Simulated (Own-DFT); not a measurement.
Simulation results for AlGa3N4 (wurtzite random alloy, strained, atoms displaced)

A calculation, not a measurement: plane-wave PBE density functional theory by an unreviewed code, no spin, of a simulated periodic cell, stress positive in tension, free energy of the whole cell less one offset for each atom, forces on such cells passed a denser k mesh, this cell's mesh not checked; offsets are fitted by least squares, one for each functional and potential file, so energies compare only between cells with the same atoms and settings and are not formation energies; the far tail of each file's local potential was reset to the Coulomb form; each entry is a single point on an unrelaxed cell, so the pressure reflects the starting lattice, mostly measured values, from which strain is counted, and rises with the displacements; printed positions are rounded, which can move forces by about a meV/angstrom; the program is a retired in-house code; no spin-orbit coupling. Program: Own-DFT development build.

Settings shared by all entries: functional PBE; potential files PseudoDojo norm-conserving, scalar-relativistic, standard set with the stringent files for Ga; wave cutoff 96 hartree; occupations Gaussian; smearing width 0.01 eV; k mesh 4 x 4 x 3 centred on Gamma.

(1) AlGa3N4 (wurtzite random alloy, strained, atoms displaced)

```
AlGa3N4
1.0
      9.4142     0.0000     0.0000
     -4.7071     8.1529     0.0000
      0.0000     0.0000    10.2685
Ga Al N Ga N Al Ga N Ga N Ga N Ga N Ga N Ga Al N Al Ga N Ga Al N Ga N Ga N Al N Ga N Ga N Al Ga N Ga N Ga Al N
1 1 2 2 2 1 1 2 2 2 2 2 2 2 2 2 1 1 2 1 1 2 1 1 2 2 2 2 2 2 2 2 2 2 2 1 1 2 2 2 1 1 2
Direct
  0.11052 0.22264 0.99802
  0.21727 0.10287 0.24728
  0.10570 0.21677 0.18775
  0.22269 0.10702 0.44376
  0.11247 0.20589 0.50058
  0.23516 0.11694 0.75453
  0.11121 0.22877 0.68205
  0.21555 0.10604 0.94705
  0.09956 0.55657 0.99828
  0.22727 0.45151 0.25075
  0.11741 0.55442 0.19049
  0.21386 0.44395 0.43908
  0.11069 0.55451 0.50110
  0.24024 0.45807 0.75922
  0.12371 0.56352 0.69354
  0.21587 0.43269 0.94354
  0.10007 0.88900 0.00467
  0.22791 0.79187 0.25535
  0.11383 0.89883 0.19430
  0.22461 0.78478 0.44093
  0.10792 0.88371 0.50198
  0.22333 0.77412 0.74457
  0.11923 0.90261 0.69590
  0.21918 0.77651 0.94090
  0.44563 0.22758 0.99548
  0.55979 0.11391 0.24397
  0.44146 0.22383 0.18920
  0.55684 0.11192 0.44721
  0.45050 0.22444 0.49274
  0.54128 0.10550 0.74226
  0.43778 0.21455 0.68008
  0.55180 0.10111 0.93608
  0.43786 0.55136 0.00501
  0.54795 0.44500 0.24487
  0.45400 0.55973 0.18725
  0.55420 0.44051 0.45258
  0.43647 0.55004 0.50318
  0.56052 0.44465 0.74900
  0.44937 0.55978 0.68649
  0.54830 0.44025 0.93189
  0.43615 0.88660 0.00345
  0.55606 0.78270 0.24728
  0.44629 0.90093 0.19315
  0.55654 0.78236 0.43840
  0.43965 0.88360 0.49482
  0.55867 0.78145 0.76655
  0.44817 0.88738 0.68973
  0.56892 0.78936 0.94445
  0.78677 0.21847 0.99247
  0.89506 0.11408 0.25325
  0.76246 0.21118 0.18839
  0.88544 0.11474 0.43858
  0.78777 0.22058 0.49404
  0.89067 0.10502 0.74834
  0.78806 0.23951 0.68661
  0.88956 0.11400 0.93269
  0.77517 0.55199 0.00026
  0.89018 0.44523 0.25298
  0.76715 0.55732 0.19177
  0.89276 0.45316 0.43925
  0.76924 0.55379 0.50388
  0.89032 0.45103 0.74291
  0.78030 0.55006 0.69147
  0.88182 0.44140 0.93184
  0.78654 0.88855 0.99832
  0.87760 0.77067 0.25595
  0.78436 0.89578 0.19078
  0.89319 0.77716 0.43837
  0.77708 0.88607 0.49490
  0.88923 0.77360 0.74392
  0.77060 0.89483 0.69451
  0.88382 0.77945 0.94051
```

Results for AlGa3N4 (wurtzite random alloy, strained, atoms displaced): free energy of cell above offsets -7.431 eV; pressure 11.64 GPa; stress xx -13.59 GPa; stress yy -13.86 GPa; stress zz -7.46 GPa; stress yz -0.83 GPa; stress xz 0.9 GPa; stress xy 0.42 GPa.

Force:
```tsv
element	x (eV/Å)	y (eV/Å)	z (eV/Å)
Ga	-0.375	-1.511	0.961
Al	-0.221	2.84	1.091
N	0.713	0.449	0.846
N	0.937	-0.582	-2.674
Ga	-1.933	2.133	0.191
Ga	-2.565	0.391	0.382
N	1.116	0.001	1.755
N	0.744	0.801	-1.201
Al	1.201	-0.305	0.343
Ga	0.494	-1.465	0.289
N	-1.906	1.302	-1.54
N	1.572	-0.765	-0.385
Ga	-0.132	0.563	0.569
Ga	-1.321	-1.952	-1.071
N	-0.739	-1.712	-0.971
N	-0.239	3.829	0.238
Ga	1.55	-0.512	-0.004
Ga	-0.235	-1.412	-0.598
N	-0.586	-2.442	-0.563
N	-0.313	-1.43	-0.193
Ga	0.414	1.153	1.04
Ga	-0.25	2.308	1.376
N	-1.095	-2.945	-0.844
N	-0.789	-1.026	0.011
Ga	0.687	-1.867	0.815
Ga	-2.485	0.436	2.341
N	-0.681	-0.567	0.037
N	0.899	-0.319	-1.729
Ga	-0.665	-1.511	0.84
Al	2.342	0.682	0.615
N	1.495	2.272	1.393
N	0.187	1.924	-0.836
Al	0.528	0.739	-0.988
Ga	1.265	-1.26	1.987
N	-2.192	0.574	-0.873
N	-0.229	2.069	-2.017
Ga	-0.137	0.701	-0.55
Al	-0.819	-0.684	-0.788
N	1.631	0.014	1.451
N	-0.492	1.658	0.063
Ga	0.684	0.258	-0.05
Ga	0.309	0.538	0.318
N	0.358	-2.325	-0.756
N	0.393	-1.468	-0.705
Ga	0.864	1.348	1.611
Ga	-0.569	-0.165	-2.267
N	-0.373	0.38	-0.223
N	-1.699	-2.708	1.661
Al	-2.654	0.09	0.565
Al	-1.178	-0.137	-0.462
N	4.526	2.425	-1.679
N	3.133	-1.869	-1.75
Ga	-3.066	1.728	2.111
Ga	-0.687	2.869	-0.414
N	-0.757	-3.209	-0.188
N	0.598	-0.505	0.919
Ga	-0.565	0.127	0.036
Ga	-0.312	-0.297	-0.557
N	1.84	-0.697	-0.769
N	-1.331	-0.191	0.332
Al	1.487	0.02	-0.302
Ga	2.567	-0.713	1.072
N	-2.796	2.477	-1.354
N	1.067	-0.137	1.577
Ga	-1.678	1.764	1.415
Ga	0.835	1.338	-0.898
N	-0.424	0.246	0.082
N	-1.177	-1.374	1.315
Ga	-0.597	0.619	1.283
Al	-0.461	1.361	0.927
N	2.535	-2.547	-1.573
N	1.754	-1.817	-2.089
```

(2) AlGa3N4 (wurtzite random alloy, strained, atoms displaced)

```
AlGa3N4
1.0
      9.4142     0.0000     0.0000
     -4.7071     8.1529     0.0000
      0.0000     0.0000    10.2685
Ga Al N Ga N Al Ga N Al Ga N Al Ga N Ga Al N Ga N Al Ga N Ga N Ga N Ga Al N Ga N Ga N Al Ga N Ga N Ga N Ga Al N Ga N
1 1 2 2 2 1 1 2 1 1 2 1 1 2 1 1 2 2 2 1 1 2 2 2 2 2 1 1 2 2 2 2 2 1 1 2 2 2 2 2 1 1 2 2 2
Direct
  0.10374 0.20975 0.00295
  0.22013 0.10899 0.25280
  0.12402 0.23090 0.18394
  0.21251 0.10200 0.44338
  0.11167 0.21930 0.50208
  0.22787 0.12006 0.74737
  0.09977 0.22372 0.69226
  0.23042 0.11070 0.93987
  0.10852 0.55321 0.99776
  0.22187 0.44748 0.25298
  0.10350 0.54942 0.18939
  0.23114 0.44657 0.43829
  0.11170 0.55765 0.49845
  0.22445 0.44724 0.75186
  0.11849 0.56062 0.68577
  0.21724 0.44860 0.94483
  0.11098 0.88354 0.00124
  0.23065 0.77451 0.25713
  0.10559 0.88490 0.18943
  0.22501 0.77877 0.44691
  0.10810 0.88849 0.50633
  0.22322 0.78021 0.76039
  0.11271 0.88730 0.69307
  0.20491 0.77358 0.94113
  0.45397 0.22591 0.00221
  0.55414 0.10853 0.24810
  0.45095 0.22018 0.19603
  0.55364 0.10436 0.44193
  0.44170 0.21988 0.49935
  0.55540 0.10884 0.75071
  0.43413 0.21542 0.69619
  0.55609 0.11682 0.94145
  0.45179 0.56901 0.99794
  0.55343 0.43425 0.24666
  0.44934 0.54724 0.18434
  0.55588 0.43780 0.44032
  0.43974 0.55247 0.49681
  0.56259 0.44932 0.74953
  0.43243 0.55269 0.68892
  0.55887 0.44541 0.94341
  0.43999 0.89432 0.01359
  0.55276 0.77358 0.25721
  0.45190 0.88225 0.18045
  0.55371 0.76619 0.43667
  0.44494 0.89101 0.49951
  0.56014 0.77873 0.75450
  0.44479 0.88648 0.69122
  0.55994 0.78436 0.94244
  0.77077 0.22512 0.99686
  0.88646 0.11313 0.25236
  0.78231 0.22738 0.19329
  0.89723 0.10921 0.44333
  0.77380 0.21636 0.49642
  0.88768 0.11472 0.74956
  0.77589 0.21318 0.68953
  0.88408 0.11078 0.93340
  0.78005 0.54747 0.00646
  0.88308 0.43723 0.25845
  0.77540 0.55687 0.18872
  0.89117 0.44947 0.43557
  0.77022 0.55356 0.50107
  0.89794 0.44744 0.75333
  0.77018 0.55450 0.68491
  0.88183 0.44993 0.93917
  0.77677 0.89842 0.00540
  0.89104 0.76832 0.24798
  0.77774 0.89000 0.18620
  0.89343 0.77978 0.45160
  0.77515 0.89095 0.49676
  0.88517 0.77325 0.74742
  0.77388 0.89255 0.69093
  0.89780 0.78535 0.93854
```

Results for AlGa3N4 (wurtzite random alloy, strained, atoms displaced): free energy of cell above offsets -8.520 eV; pressure 11.3 GPa; stress xx -12.61 GPa; stress yy -11.81 GPa; stress zz -9.47 GPa; stress yz 0.17 GPa; stress xz 0.15 GPa; stress xy -1.32 GPa.

Force:
```tsv
element	x (eV/Å)	y (eV/Å)	z (eV/Å)
Ga	0.619	1.275	-1.143
Al	-0.062	-0.242	-0.329
N	-0.39	-1.724	1.934
N	1.928	1.774	-1.453
Ga	0.142	1.058	0.761
Ga	-2.571	-1.958	1.601
N	2.235	0.465	-0.755
N	-0.689	-0.759	0.501
Al	-0.656	0.15	0.997
Ga	0.87	-0.105	-1.123
N	0.319	0.89	-0.73
N	-2.974	-0.745	0.089
Al	0.391	-0.38	0.525
Ga	-1.079	-0.808	1.109
N	-1.012	0.677	-0.134
N	0.574	-0.404	-0.672
Al	-1.618	1.612	0.295
Ga	-1.564	-0.113	-0.615
N	1.041	0.751	0.162
N	-0.228	-0.864	-1.063
Ga	0.905	-0.52	0.675
Al	0.124	0.026	-1.504
N	0.39	0.011	0.261
N	2.55	-0.595	-0.002
Ga	-2.258	0.268	0.259
Ga	1.136	-0.513	0.853
N	-1.865	-1.759	-0.791
N	-0.163	1.894	-0.517
Al	-0.155	-0.475	0.732
Ga	-0.406	-0.132	0.049
N	2.815	2.012	-2.782
N	0.345	-1.636	-0.431
Ga	-0.147	-2.048	0.448
Ga	-0.248	1.682	1.022
N	-1.345	1.875	1.269
N	-1.014	-0.894	-0.307
Ga	1.699	-0.252	1.522
Ga	-1.955	-1.186	0.952
N	2.602	0.78	-0.378
N	-0.385	0.599	-0.794
Ga	-0.008	-0.686	-5.236
Al	1.564	-0.753	-1.868
N	-0.272	-0.006	5.122
N	-0.775	1.821	-0.569
Ga	0.743	-1.414	1.553
Ga	-0.913	-0.337	-0.167
N	-0.972	-0.326	0.308
N	-1.223	0.622	-0.486
Ga	1.954	0.171	0.703
Ga	1.723	-0.331	-0.234
N	-0.738	-1.334	-1.106
N	-2.681	0.939	-0.999
Al	0.738	0.833	0.904
Ga	0.357	-1.475	0.467
N	-1.605	2.128	-1.683
N	-0.248	0.967	1.228
Ga	-2.578	2.976	-0.352
Ga	-0.123	1.797	-1.499
N	0.841	-0.393	1.111
N	0.71	-1.295	2.575
Ga	1	0.464	-0.19
Ga	-0.942	-0.331	-1.126
N	1.993	-0.19	0.41
N	3.543	-1.22	-0.565
Ga	1.454	-1.106	-1.054
Al	-1.181	1.417	0.889
N	0.129	-0.866	2.475
N	-1.21	-0.912	-2.798
Ga	0.669	-0.907	1.254
Ga	-0.024	1.25	0.865
N	1.037	-0.51	-0.927
N	-0.863	-0.676	0.499
```

(3) AlGa3N4 (wurtzite random alloy, strained, atoms displaced)

```
AlGa3N4
1.0
      9.4142     0.0000     0.0000
     -4.7071     8.1529     0.0000
      0.0000     0.0000    10.2685
Al Ga N Ga Al N Ga N Al Ga N Ga Al N Ga N Ga N Ga N Al Ga N Ga N Ga N Al Ga N Al Ga N Ga N Ga N Ga N Ga N Al N
1 1 2 1 1 2 2 2 1 1 2 1 1 2 2 2 2 2 2 2 1 1 2 2 2 2 2 1 1 2 1 1 2 2 2 2 2 2 2 2 2 2 2
Direct
  0.10933 0.22791 0.99713
  0.21850 0.11056 0.26404
  0.11524 0.22494 0.19379
  0.22134 0.11104 0.44420
  0.11094 0.21586 0.49993
  0.21937 0.10606 0.74332
  0.10531 0.21470 0.68878
  0.22444 0.10989 0.93858
  0.11148 0.55670 0.00573
  0.22944 0.44390 0.24556
  0.11280 0.54473 0.19137
  0.23124 0.46809 0.43470
  0.10526 0.55557 0.50120
  0.22594 0.44493 0.74932
  0.11673 0.54973 0.69504
  0.21737 0.43506 0.93557
  0.10444 0.88929 0.99598
  0.22234 0.77688 0.25259
  0.10772 0.89751 0.18710
  0.22893 0.78900 0.43320
  0.11938 0.88266 0.50335
  0.21929 0.77891 0.75460
  0.11664 0.89577 0.69262
  0.22250 0.77863 0.94594
  0.45435 0.22261 0.99189
  0.54798 0.11049 0.25041
  0.45292 0.22696 0.19744
  0.55306 0.12155 0.43840
  0.44420 0.21933 0.49679
  0.55708 0.11369 0.74731
  0.45043 0.22321 0.69210
  0.55256 0.11234 0.93186
  0.45090 0.56359 0.99764
  0.55641 0.44322 0.25358
  0.44081 0.55172 0.18536
  0.56137 0.44569 0.44103
  0.44005 0.54971 0.50612
  0.55517 0.43937 0.75146
  0.45457 0.56207 0.68683
  0.55409 0.43302 0.93578
  0.43986 0.88918 0.99921
  0.54276 0.77334 0.24393
  0.44433 0.88766 0.19609
  0.55678 0.78036 0.43576
  0.44991 0.89345 0.50014
  0.56546 0.78117 0.73808
  0.43916 0.88830 0.68729
  0.55383 0.77541 0.94073
  0.78211 0.22865 0.99863
  0.88092 0.11295 0.24191
  0.77307 0.22079 0.18586
  0.88493 0.11576 0.43924
  0.76708 0.21725 0.50530
  0.89395 0.11243 0.74077
  0.77678 0.23070 0.68582
  0.89824 0.12284 0.93525
  0.77997 0.56752 0.00043
  0.88691 0.44328 0.25942
  0.78224 0.54951 0.19050
  0.89233 0.43389 0.44188
  0.78821 0.56478 0.49982
  0.87917 0.44022 0.75556
  0.76878 0.55769 0.68770
  0.87949 0.44174 0.93310
  0.78549 0.89759 0.99969
  0.89396 0.77022 0.24744
  0.77775 0.88938 0.18464
  0.88929 0.78220 0.44455
  0.77018 0.88675 0.50010
  0.89154 0.78587 0.74981
  0.75969 0.87909 0.69463
  0.89804 0.79095 0.92631
```

The calculation gives: free energy of cell above offsets -7.621 eV; pressure 11.64 GPa; stress xx -13.62 GPa; stress yy -12.42 GPa; stress zz -8.87 GPa; stress yz 0.05 GPa; stress xz 0.32 GPa; stress xy -0.11 GPa.

Force:
```tsv
element	x (eV/Å)	y (eV/Å)	z (eV/Å)
Al	1.982	-1.206	1.018
Ga	0.436	0.545	-2.453
N	-0.631	-0.921	-1.566
N	0.45	-0.614	0.604
Ga	-1.818	1.749	-0.34
Al	0.74	1.944	1.775
N	2.321	0.789	-0.643
N	-1.053	1	-1.101
Ga	-0.089	-0.933	-0.895
Ga	-0.706	-0.491	1.431
N	-1.72	2.297	0.157
N	-0.448	-2.127	0.709
Al	1.51	0.374	0.511
Ga	0.87	-0.403	0.305
N	-2.482	1.22	-1.875
N	0.869	1.985	0.916
Ga	1.575	1.308	1.102
Al	-0.47	-0.091	-1.163
N	2.243	-1.353	0.301
N	1.327	-1.94	0.429
Ga	-2.207	1.069	0.317
Ga	0.893	-0.858	0.223
N	-1.22	-1.429	-0.487
N	-0.859	-0.524	-0.726
Ga	-2.344	-0.915	2.215
Ga	1.561	-0.17	0.284
N	-2.043	-0.663	-1.711
N	1.743	-2.942	-0.106
Ga	-1.043	1.724	1.57
Ga	0.315	-0.963	0.176
N	-2.381	-0.868	-1.147
N	2.848	-0.699	1.041
Al	-0.206	-2.102	-0.093
Ga	-0.24	0.732	0.015
N	1.674	0.686	-1.371
N	-0.463	0.225	-0.065
Ga	0.7	0.937	-1.419
Ga	-0.605	0.602	-0.256
N	-0.781	-1.671	0.954
N	-1.096	3.551	0.842
Ga	1.261	0.536	0.442
Ga	2.623	-0.158	1.037
N	-2.374	0.285	-1.346
N	-0.298	0.446	0.768
Al	-0.283	-0.176	-0.339
Ga	-6.436	-2.595	3.474
N	0.627	0.127	-0.945
N	0.271	0.478	-0.59
Al	-0.554	-0.843	-0.098
Ga	1.501	-0.277	1.335
N	-0.607	0.613	-1.012
N	0.566	-1.619	0.175
Ga	0.823	0.266	-0.866
Ga	-2.255	-0.437	1.353
N	0.941	-1.566	0.754
N	-1.156	-0.258	0.198
Ga	0.252	-1.045	-0.509
Ga	1.365	-0.996	-1.016
N	-1.045	0.821	-0.683
N	-0.804	1.984	0.462
Ga	-0.502	-1.579	0.518
Ga	0.598	1.671	-1.585
N	2.039	1.633	0.402
N	0.618	0.558	2.432
Ga	-0.917	-0.033	-0.466
Ga	-1.812	1.172	0.998
N	0.131	-0.896	0.6
N	0.14	0.919	-0.558
Al	0.537	0.607	-0.501
Al	-0.272	-1.098	-1.48
N	7.176	4.175	-3.243
N	-1.303	-1.573	0.814
```
